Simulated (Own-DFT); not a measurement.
# Computed records: Si12O23 (quartz with two neutral oxygen vacancies, atoms displaced)

Computed with Own-DFT development build. A calculation, not a measurement: plane-wave PBE and HSE06 DFT by an unreviewed code, no spin, of a simulated cell at Gamma alone, so results move with cell size and shape, stress positive in tension, energies less offsets, not probed for a lower state with spin; oxygen file: force components 24 meV/angstrom off all-electron in a glass; k mesh not checked against a denser one; forces and stress are PBE's, HSE06 gives the energy alone, and its difference from PBE has offsets of its own; offsets are fitted by least squares, one for each functional and potential file, so energies compare only between cells with the same atoms and settings and are not formation energies; the far tail of each file's local potential was reset to the Coulomb form; each entry is a single point on an unrelaxed cell, so the pressure reflects the starting lattice, mostly measured values (interpolated for alloys), from which strain is counted, and rises with the displacements; printed positions are rounded, which can move forces by about a meV/angstrom; the program, named Own-DFT, is a retired in-house code; no spin-orbit coupling.

Common to all runs: first functional PBE; second functional HSE06; exact exchange share 0.25; screening 0.11 1/bohr; exchange divergence Gygi-Baldereschi; potential files PseudoDojo norm-conserving, scalar-relativistic, made for PBE, standard set; wave cutoff 48 hartree; occupations fixed; k mesh 1 x 1 x 1 centred on Gamma.

(1) Si12O23 (quartz with two neutral oxygen vacancies, atoms displaced)

```
cell vectors (Å)
   9.8268     0.0000     0.0000
  -4.9134     8.5103     0.0000
   0.0000     0.0000    10.8104
atoms (fractions of the cell vectors)
Si  0.22945  0.00790  0.00277
Si  0.00122  0.24352  0.33674
Si  0.26759  0.26808  0.17123
O   0.21052  0.13063  0.06017
O   0.42317  0.28366  0.22426
O   0.36181  0.07017  0.38974
O   0.06737  0.36653  0.44090
O   0.13404  0.20313  0.27988
O   0.29699  0.42283  0.10830
Si  0.22893  0.00166  0.50049
Si  0.00333  0.22439  0.83728
Si  0.26445  0.26073  0.67673
O   0.21201  0.13369  0.55811
O   0.42212  0.28601  0.72428
O   0.36460  0.07532  0.89228
O   0.07554  0.36694  0.94020
O   0.13082  0.19931  0.78033
O   0.29372  0.42889  0.60453
Si  0.23207  0.49434  0.00396
Si  0.00179  0.73207  0.32740
Si  0.27100  0.75941  0.16566
O   0.19764  0.62665  0.06013
O   0.42716  0.79768  0.23075
O   0.36414  0.57065  0.39520
O   0.07144  0.86435  0.43537
O   0.12887  0.70784  0.28130
O   0.29308  0.92712  0.11742
Si  0.23708  0.50457  0.49596
Si  0.99635  0.74932  0.83836
Si  0.26122  0.75496  0.66462
O   0.21123  0.62579  0.55164
O   0.42354  0.78452  0.72281
O   0.36283  0.58235  0.90040
O   0.07526  0.85996  0.94005
O   0.13761  0.71187  0.76960
O   0.29745  0.92319  0.59928
Si  0.71808  0.00197  0.99909
Si  0.49137  0.24159  0.33243
Si  0.76479  0.26410  0.16263
O   0.71445  0.13294  0.05971
O   0.92364  0.29502  0.22770
O   0.86981  0.08023  0.40097
O   0.56476  0.35830  0.44178
O   0.63345  0.20737  0.27437
O   0.79150  0.42635  0.10757
Si  0.74131  0.99975  0.50071
Si  0.50819  0.23703  0.83621
Si  0.76115  0.27189  0.67234
O   0.71195  0.13475  0.55698
O   0.86531  0.07068  0.89439
O   0.57705  0.36859  0.94158
O   0.79129  0.43245  0.60680
Si  0.74976  0.51533  0.99897
Si  0.49894  0.73106  0.32973
Si  0.76563  0.76151  0.16155
O   0.70399  0.62903  0.06203
O   0.92774  0.79689  0.22233
O   0.85878  0.56870  0.38843
O   0.57261  0.86946  0.43023
O   0.62940  0.70287  0.27388
O   0.78773  0.93643  0.11124
Si  0.74147  0.50256  0.50060
Si  0.50342  0.73752  0.83291
Si  0.76127  0.76118  0.66705
O   0.71342  0.63849  0.55422
O   0.92550  0.78631  0.72758
O   0.86088  0.56301  0.89921
O   0.57144  0.86421  0.94804
O   0.62958  0.69855  0.76755
O   0.78444  0.91771  0.60976
```

* PBE energy of cell above offsets: -15.184 eV
* HSE06 less PBE above offsets: 0.116 eV
* PBE pressure: 9.92 GPa
* PBE stress xx: -10.3 GPa
* PBE stress yy: -9.32 GPa
* PBE stress zz: -10.14 GPa
* PBE stress yz: -3.21 GPa
* PBE stress xz: 1.69 GPa
* PBE stress xy: 2.18 GPa

Force:
```csv
element,x (eV/Å),y (eV/Å),z (eV/Å)
Si,7.526,-6.226,-1.73
Si,0.185,-2.854,-1.795
Si,-1.117,-2.965,0.386
O,-5.043,6.101,3.697
O,-1.835,2.025,-3.265
O,-0.465,0.547,-0.061
O,0.537,2.421,1.831
O,-0.297,0.664,-0.551
O,-0.718,1.824,-0.722
Si,3.721,-2.972,-2.321
Si,-5.672,2.783,-0.157
Si,-1.819,1.453,-5.125
O,-2.875,3.052,2.87
O,2.683,0.775,1.771
O,-0.53,-0.916,0.797
O,-0.595,-1.515,-0.478
O,3.114,-1.041,-0.964
O,0.713,-2.177,1.665
Si,0.144,1.116,-0.049
Si,-5.788,0.868,2.953
Si,-4.484,1.114,0.952
O,0.032,-0.049,0.625
O,0.865,-0.164,-0.697
O,2.095,1.077,-3.135
O,-0.825,0.091,0.658
O,7.708,-1.13,-4.23
O,-1.131,0.363,-2.131
Si,2.074,-6.546,-0.013
Si,4.438,-8.106,-3.415
Si,-0.387,2.02,-2.509
O,-4.735,5.683,3.854
O,1.268,0.472,0.551
O,1.372,0.216,-0.904
O,0.067,4.514,5.016
O,-3.295,-0.646,2.492
O,-0.128,-0.837,0.532
Si,8.444,-1.768,-0.311
Si,5.462,-4.552,2.335
Si,-1.907,0.635,2.962
O,-4.174,4.719,1.515
O,1.305,0.2,-0.052
O,1.999,0.723,-2.096
O,1.01,3.393,2.446
O,-0.778,0.364,-0.534
O,0.009,0.926,-0.47
Si,-3.46,-1.326,-0.109
Si,1.323,0.019,-2.384
Si,1.098,-2.685,1.544
O,-0.899,1.494,1.813
O,-1.138,-2.145,1.051
O,0.16,1.265,0.911
O,1.764,-0.62,1.972
Si,-4.64,-7.522,5.602
Si,-0.303,0.476,2.058
Si,-2.717,3.72,2.473
O,-1.37,0.6,-0.856
O,0.583,-0.156,-0.112
O,1.107,0.897,-1.37
O,1.173,1.099,1.666
O,2.483,-0.471,-1.923
O,0.87,-2.272,0.007
Si,-3.604,-1.131,-2.762
Si,-1.097,-1.095,0.113
Si,1.683,-0.641,-1.648
O,-0.476,0.219,0.417
O,-2.858,1.143,-2.358
O,6.057,6.117,-7.942
O,-2.564,-3.501,-2.974
O,-1.511,-0.551,2.529
O,0.166,1.396,0.087
```

(2) Si12O23 (quartz with two neutral oxygen vacancies, atoms displaced)

```
cell vectors (Å)
   9.8268     0.0000     0.0000
  -4.9134     8.5103     0.0000
   0.0000     0.0000    10.8104
atoms (fractions of the cell vectors)
Si  0.23761  0.00300  0.99894
Si  0.00463  0.23997  0.33423
Si  0.26939  0.26788  0.15869
O   0.20989  0.13886  0.05810
O   0.35753  0.07254  0.39526
O   0.07061  0.36322  0.43435
O   0.30086  0.43154  0.09886
Si  0.23234  0.99776  0.48836
Si  0.00880  0.23839  0.83132
Si  0.27301  0.27332  0.67129
O   0.21448  0.13383  0.56096
O   0.43073  0.29273  0.72972
O   0.37270  0.07356  0.89296
O   0.08539  0.36629  0.94898
O   0.13859  0.21541  0.77626
O   0.29552  0.43601  0.61055
Si  0.23706  0.50390  0.99370
Si  0.99332  0.73385  0.33623
Si  0.27000  0.77035  0.17505
O   0.20888  0.63460  0.05603
O   0.42678  0.79078  0.22938
O   0.36906  0.57168  0.39035
O   0.07366  0.85823  0.44501
O   0.12874  0.70652  0.26845
O   0.28882  0.92748  0.10706
Si  0.23017  0.49706  0.49309
Si  0.98789  0.72444  0.83503
Si  0.26805  0.77211  0.67852
O   0.20293  0.62961  0.57050
O   0.41707  0.78040  0.72482
O   0.36608  0.57177  0.89593
O   0.06698  0.86025  0.94248
O   0.14237  0.71307  0.76627
O   0.28332  0.91918  0.61335
Si  0.73850  0.99935  0.00760
Si  0.50699  0.24331  0.33568
Si  0.75639  0.25749  0.16589
O   0.71005  0.13051  0.05424
O   0.92335  0.28878  0.22607
O   0.86562  0.06694  0.40488
O   0.56830  0.36314  0.45218
O   0.63506  0.20434  0.27286
O   0.80198  0.43346  0.10535
Si  0.73235  0.99751  0.49697
Si  0.49873  0.23331  0.83556
Si  0.75820  0.26956  0.66608
O   0.70622  0.13850  0.55075
O   0.93429  0.29833  0.72334
O   0.86545  0.08116  0.88530
O   0.57465  0.36141  0.93384
O   0.62544  0.20051  0.77562
O   0.79241  0.42008  0.60745
Si  0.73927  0.50999  0.00067
Si  0.49226  0.73002  0.32825
Si  0.76955  0.75854  0.17201
O   0.70447  0.64756  0.05999
O   0.92745  0.79578  0.23115
O   0.87078  0.57003  0.38866
O   0.57339  0.86688  0.44056
O   0.63392  0.71176  0.27534
O   0.79679  0.92862  0.11039
Si  0.73895  0.49929  0.49360
Si  0.50222  0.74060  0.83693
Si  0.77194  0.77178  0.66344
O   0.70971  0.62669  0.55792
O   0.91641  0.78085  0.72423
O   0.86382  0.56387  0.90014
O   0.56822  0.85610  0.93925
O   0.63841  0.70909  0.77447
O   0.78864  0.92204  0.60300
```

- PBE energy of cell above offsets: -14.677 eV
- HSE06 less PBE above offsets: 0.135 eV
- PBE pressure: 9.89 GPa
- PBE stress xx: -9.99 GPa
- PBE stress yy: -9.5 GPa
- PBE stress zz: -10.19 GPa
- PBE stress yz: 1.51 GPa
- PBE stress xz: 1.15 GPa
- PBE stress xy: -2.17 GPa

Force:
```csv
element,x (eV/Å),y (eV/Å),z (eV/Å)
Si,-0.642,-1.374,-1.117
Si,1.242,-5.563,-3.967
Si,-0.675,2.208,5.085
O,0.171,-2.362,-2.416
O,4.977,3.564,-5.615
O,-0.265,3.073,3.211
O,1.163,-0.103,1.273
Si,-1.013,-0.773,9.27
Si,-4.2,1.735,1.556
Si,-0.361,-0.782,-2.556
O,-0.833,0.985,0.646
O,-0.939,0.796,-0.989
O,-1.401,-2.356,1.39
O,-3.302,-4.393,-2.898
O,3.498,-0.862,-1.15
O,0.397,-1.076,-0.62
Si,0.631,1.631,3.504
Si,3.433,0.7,-0.552
Si,-1.729,-1.572,-4.699
O,-0.725,2.317,2.184
O,-1.479,1.884,-2.413
O,-0.834,-1.662,0.305
O,-2.022,-1.455,-0.862
O,-1.072,-0.264,1.599
O,1.001,-0.114,1.078
Si,-0.022,2.744,4.159
Si,3.455,2.023,-1.469
Si,2.933,-0.16,-8.839
O,0.671,-1.2,-2.247
O,4.828,1.188,2.234
O,2.549,2.035,-3.319
O,0.323,0.597,-0.051
O,-9.807,-3.909,9.342
O,-1.339,3.56,-3.116
Si,1.143,-1.857,-5.185
Si,-3.066,-1.49,-1.392
Si,2.811,2.59,-2.096
O,-2.635,2.41,1.755
O,-1.106,0.037,-0.559
O,3.776,3.569,-4.707
O,0.073,-0.61,-0.957
O,-1.77,-0.968,1.949
O,-0.712,-1.116,0.725
Si,-2.494,0.321,3.064
Si,0.355,-0.557,-1.88
Si,4.274,-6.007,2.273
O,-0.229,0.309,1.2
O,-1.626,-0.098,-0.282
O,-0.831,-2.244,2.231
O,0.774,4.538,4.345
O,2.401,-0.038,-1.455
O,-2.175,5.709,-3.199
Si,-3.412,-3.533,2.433
Si,3.504,1.43,4.501
Si,-4.185,3.571,0.542
O,1.563,-3.885,-3.076
O,1.031,0.761,-0.113
O,-0.588,-2.021,0.208
O,-1.57,-2.299,-1.796
O,1.251,-0.619,-0.428
O,1.279,-1.089,1.417
Si,0.376,-0.429,2.924
Si,0.467,-5.067,-5.012
Si,-3.544,-3.701,-0.466
O,-0.654,1.92,0.669
O,3.84,0.436,1.914
O,2.206,1.59,-3.176
O,1.363,5.829,5.537
O,-0.522,0.194,-0.058
O,0.024,1.354,0.21
```

(3) Si12O23 (quartz with two neutral oxygen vacancies, atoms displaced)

```
cell vectors (Å)
   9.8268     0.0000     0.0000
  -4.9134     8.5103     0.0000
   0.0000     0.0000    10.8104
atoms (fractions of the cell vectors)
Si  0.24242  0.00281  0.00762
Si  0.99176  0.23299  0.32934
Si  0.26925  0.25965  0.16257
O   0.21066  0.13195  0.05547
O   0.42621  0.29064  0.22334
O   0.37394  0.07388  0.39281
O   0.07255  0.36755  0.44007
O   0.13335  0.20267  0.27039
O   0.28641  0.42091  0.10710
Si  0.23891  0.00302  0.49787
Si  0.00081  0.23702  0.83392
Si  0.25641  0.26124  0.66460
O   0.21301  0.13575  0.55756
O   0.42731  0.29480  0.72864
O   0.37003  0.08232  0.89067
O   0.07489  0.36242  0.94951
O   0.13668  0.21089  0.76659
O   0.29231  0.42356  0.59980
Si  0.23780  0.50427  0.00139
Si  0.99861  0.72779  0.33215
Si  0.25679  0.76001  0.16675
O   0.21114  0.63109  0.06201
O   0.43662  0.80397  0.22590
O   0.37474  0.58142  0.39878
O   0.06812  0.86258  0.43555
O   0.13077  0.70825  0.27389
O   0.29621  0.93025  0.11476
Si  0.23837  0.50804  0.50103
Si  0.99407  0.73245  0.83961
Si  0.26421  0.76585  0.66060
O   0.21074  0.63629  0.55957
O   0.42509  0.78671  0.72531
O   0.37251  0.57815  0.89210
O   0.07508  0.87165  0.94786
O   0.12562  0.71043  0.78108
O   0.29748  0.94325  0.62118
Si  0.73805  0.00548  0.99627
Si  0.50203  0.23403  0.33224
Si  0.76672  0.26064  0.16316
O   0.92370  0.28650  0.22309
O   0.86920  0.06902  0.39385
O   0.57587  0.37283  0.44330
O   0.62822  0.21312  0.27638
O   0.80173  0.42506  0.10840
Si  0.73264  0.01261  0.50135
Si  0.49671  0.23486  0.83019
Si  0.76875  0.26329  0.67875
O   0.71160  0.13151  0.56169
O   0.92537  0.29803  0.72682
O   0.86833  0.06680  0.88944
O   0.56989  0.35788  0.94287
O   0.63088  0.19950  0.77678
O   0.79666  0.42857  0.60146
Si  0.73164  0.50261  0.99960
Si  0.50182  0.73395  0.33473
Si  0.76110  0.76923  0.16412
O   0.70610  0.62791  0.06859
O   0.92926  0.79729  0.22498
O   0.87010  0.58185  0.39803
O   0.57317  0.86838  0.43501
O   0.62740  0.69707  0.27162
O   0.79291  0.92797  0.11179
Si  0.72761  0.49610  0.49808
Si  0.49902  0.73239  0.83339
Si  0.76071  0.75456  0.66745
O   0.70953  0.63254  0.55997
O   0.92152  0.79434  0.72119
O   0.85800  0.56555  0.88153
O   0.63937  0.71017  0.77463
O   0.80333  0.92302  0.60560
```

* PBE energy of cell above offsets: -17.405 eV
* HSE06 less PBE above offsets: 0.218 eV
* PBE pressure: 8.27 GPa
* PBE stress xx: -9.69 GPa
* PBE stress yy: -8.95 GPa
* PBE stress zz: -6.17 GPa
* PBE stress yz: -0.14 GPa
* PBE stress xz: 2.71 GPa
* PBE stress xy: 0.9 GPa

Force:
```csv
element,x (eV/Å),y (eV/Å),z (eV/Å)
Si,0.628,-1.358,-3.714
Si,4.533,-0.453,2.32
Si,-3.239,0.681,1.158
O,-1.563,1.646,0.573
O,1.753,0.372,0.898
O,-0.486,-1.14,0.614
O,-0.004,0.439,-0.437
O,-0.868,0.234,0.169
O,0.675,0.601,-0.094
Si,-0.956,-2.105,-0.118
Si,0.978,-0.24,0.411
Si,4.616,2.159,-2.475
O,-0.796,0.065,-0.539
O,-2.235,0.742,-2.196
O,-1.349,-3.985,2.494
O,-0.748,-0.853,-1.828
O,-4.084,-1.159,4.008
O,0.188,0.304,0.936
Si,2.285,-2.221,-0.715
Si,-3.464,3.128,-0.606
Si,3.414,2.029,1.451
O,-1.917,1.515,0.259
O,-2.062,-1.179,-0.742
O,-0.881,-1.959,0.458
O,1.971,2.566,1.948
O,2.68,-1.264,-0.892
O,0.617,-0.341,0.195
Si,0.772,-3.578,-2.127
Si,-1.996,3.521,-1.538
Si,-1.604,2.387,4.449
O,-1.855,0.696,-0.313
O,-1.18,0.376,-0.941
O,-1.51,-3.186,2.017
O,-0.272,-1.447,-0.697
O,4.549,-0.072,-3.097
O,0.404,-1.62,-1.173
Si,-2.639,-1.204,1.629
Si,-4.651,2.434,2.338
Si,-1.924,-2.684,-1.097
O,-0.105,1.207,-0.709
O,-0.876,0.347,0.048
O,-3.332,-4.691,-3.313
O,6.885,-0.521,-3.409
O,-1.475,1.836,-1.948
Si,7.413,-9.216,-2.967
Si,1.566,1.12,0.251
Si,-5.574,1.152,-5.54
O,-4.912,6.613,4.766
O,5.288,0.79,2.681
O,1.003,1.389,-1.031
O,0.348,1.584,0.956
O,-0.024,-0.126,0.342
O,1.085,-2.312,1.957
Si,2.12,-2.563,-0.323
Si,0.052,1.726,-2.076
Si,2.649,-1.69,3.471
O,-0.785,0.093,-1.122
O,-0.518,-0.583,-0.314
O,-0.827,-3.124,0.561
O,0.318,2.147,1.94
O,0.513,0.061,-0.249
O,-1.259,2.639,-2.024
Si,3.734,3.31,1.923
Si,2.442,4.35,0.03
Si,-1.037,3.084,-2.135
O,-1.093,-1.075,-0.924
O,4.516,-0.14,3.536
O,-1.335,-1.369,2.209
O,-1.978,-1.346,1.963
O,-2.587,1.459,-1.532
```

(4) Si12O23 (quartz with two neutral oxygen vacancies, atoms displaced)

```
cell vectors (Å)
   9.8268     0.0000     0.0000
  -4.9134     8.5103     0.0000
   0.0000     0.0000    10.8104
atoms (fractions of the cell vectors)
Si  0.22974  0.00134  0.99478
Si  0.00516  0.23487  0.33229
Si  0.26796  0.26162  0.16375
O   0.20028  0.12743  0.06116
O   0.43045  0.29554  0.23669
O   0.35624  0.06717  0.39011
O   0.07495  0.37315  0.43565
O   0.13187  0.21920  0.26884
O   0.29303  0.43214  0.09886
Si  0.23444  0.99974  0.49982
Si  0.00723  0.23596  0.84104
Si  0.26208  0.26590  0.66662
O   0.20674  0.13088  0.54703
O   0.42062  0.28752  0.72465
O   0.35885  0.08050  0.88892
O   0.07233  0.36740  0.93622
O   0.13472  0.21609  0.77334
O   0.29949  0.42511  0.60357
Si  0.22559  0.49355  0.99978
Si  0.00831  0.72955  0.32582
Si  0.26424  0.76527  0.16833
O   0.20575  0.64024  0.06433
O   0.42716  0.79628  0.21973
O   0.35733  0.57356  0.39086
O   0.08077  0.88207  0.42847
O   0.12860  0.69855  0.27827
O   0.29140  0.93392  0.10545
Si  0.24865  0.50857  0.49546
Si  0.00587  0.74247  0.83643
Si  0.26588  0.75359  0.66685
O   0.20661  0.62568  0.56254
O   0.41838  0.79608  0.72491
O   0.37420  0.57305  0.89418
O   0.06846  0.85595  0.94508
O   0.12795  0.70506  0.77726
O   0.29465  0.92866  0.60735
Si  0.74770  0.00736  0.00142
Si  0.49023  0.22722  0.32203
Si  0.76094  0.26148  0.16558
O   0.71946  0.13694  0.04987
O   0.92784  0.29863  0.23334
O   0.87213  0.07637  0.38031
O   0.57694  0.36687  0.43960
O   0.62974  0.20375  0.27879
O   0.80290  0.43906  0.10691
Si  0.72724  0.00074  0.50285
Si  0.50052  0.24063  0.82336
Si  0.76820  0.26616  0.67161
O   0.70938  0.13166  0.55767
O   0.91669  0.29351  0.72454
O   0.57259  0.36848  0.93856
O   0.64639  0.21305  0.78101
O   0.80359  0.42761  0.60244
Si  0.74348  0.50586  0.00231
Si  0.49795  0.73712  0.34066
Si  0.78146  0.77585  0.15500
O   0.70395  0.63320  0.05985
O   0.92397  0.80070  0.22218
O   0.87868  0.58275  0.37605
O   0.56249  0.85702  0.43263
O   0.62786  0.70651  0.27378
O   0.79848  0.93286  0.10506
Si  0.72329  0.48754  0.50964
Si  0.49784  0.73527  0.83507
Si  0.76402  0.76842  0.66828
O   0.70962  0.63791  0.55789
O   0.92131  0.78930  0.72699
O   0.86221  0.56952  0.89287
O   0.63842  0.70108  0.77677
O   0.79170  0.92800  0.60482
```

- PBE energy of cell above offsets: -11.524 eV
- HSE06 less PBE above offsets: 0.278 eV
- PBE pressure: 10.94 GPa
- PBE stress xx: -14.62 GPa
- PBE stress yy: -8.6 GPa
- PBE stress zz: -9.59 GPa
- PBE stress yz: -2.04 GPa
- PBE stress xz: -1.19 GPa
- PBE stress xy: 1.89 GPa

Force:
```csv
element,x (eV/Å),y (eV/Å),z (eV/Å)
Si,1.905,-1.026,0.755
Si,-4.037,2.945,2.084
Si,-1.877,2.492,0.895
O,-1.084,1.166,0.232
O,-7.797,3.61,-8.064
O,2.419,1.907,-2.198
O,1.197,0.724,1.246
O,6.35,-0.565,-3.254
O,2.973,-3.349,3.243
Si,1.145,-2.429,-0.341
Si,-5.852,-4.585,-2.087
Si,0.629,-2.135,-3.344
O,-2.675,4.628,4.187
O,-0.884,1.206,-2.269
O,0.544,0.047,-0.829
O,-1.189,2.411,2.019
O,2.162,-0.82,-0.762
O,-0.399,1.552,-0.623
Si,0.147,5.332,-0.486
Si,-7.417,7.561,2.119
Si,-1.155,2.293,0.909
O,0.669,-3.592,-3.384
O,1.374,-0.011,1.854
O,3.681,2.27,-4.693
O,-1.005,-3.069,-1.354
O,8.278,-0.163,-4.289
O,0.591,-1.088,0.733
Si,-4.757,-6.221,3.926
Si,-2.849,-4.386,-2.597
Si,-7.855,2.093,-1.433
O,-0.707,0.298,-0.077
O,6.774,0.741,3.425
O,-1.854,-1.658,0.951
O,-0.519,2.727,2.412
O,2.999,-0.16,-1.825
O,0.779,-1.888,0.93
Si,1.023,-1.979,-6.46
Si,5.34,-2.995,10.11
Si,1.375,2.159,1.136
O,-3.217,3.361,2.443
O,-2.255,0.044,-2.315
O,-2.938,-4.313,3.819
O,-1.805,-2.995,-1.903
O,2.109,-0.338,-2.338
O,1.508,-3.126,2.326
Si,3.603,-2.398,-5.027
Si,2.723,-0.746,4.707
Si,-4.063,-0.948,-4.257
O,-2.931,3.242,2.146
O,8.765,0.505,4.352
O,0.362,0.07,0.022
O,-2.843,-0.754,0.651
O,0.34,-0.474,1.192
Si,-3.169,-1.357,-1.436
Si,1.123,-5.736,-10.62
Si,-5.67,-3.592,2.754
O,-0.205,0.1,-0.773
O,6.146,0.55,2.459
O,-4.359,-7.008,5.335
O,1.016,9.058,8.901
O,1.295,0.712,-1.566
O,0.707,0.878,0.783
Si,1.711,4.853,-3.456
Si,2.271,2.868,0.317
Si,0.747,-0.921,-1.152
O,0.092,-0.783,0.002
O,1.563,0.905,0.799
O,1.803,2.164,-2.024
O,-2.669,-0.038,0.865
O,-0.201,0.174,0.204
```
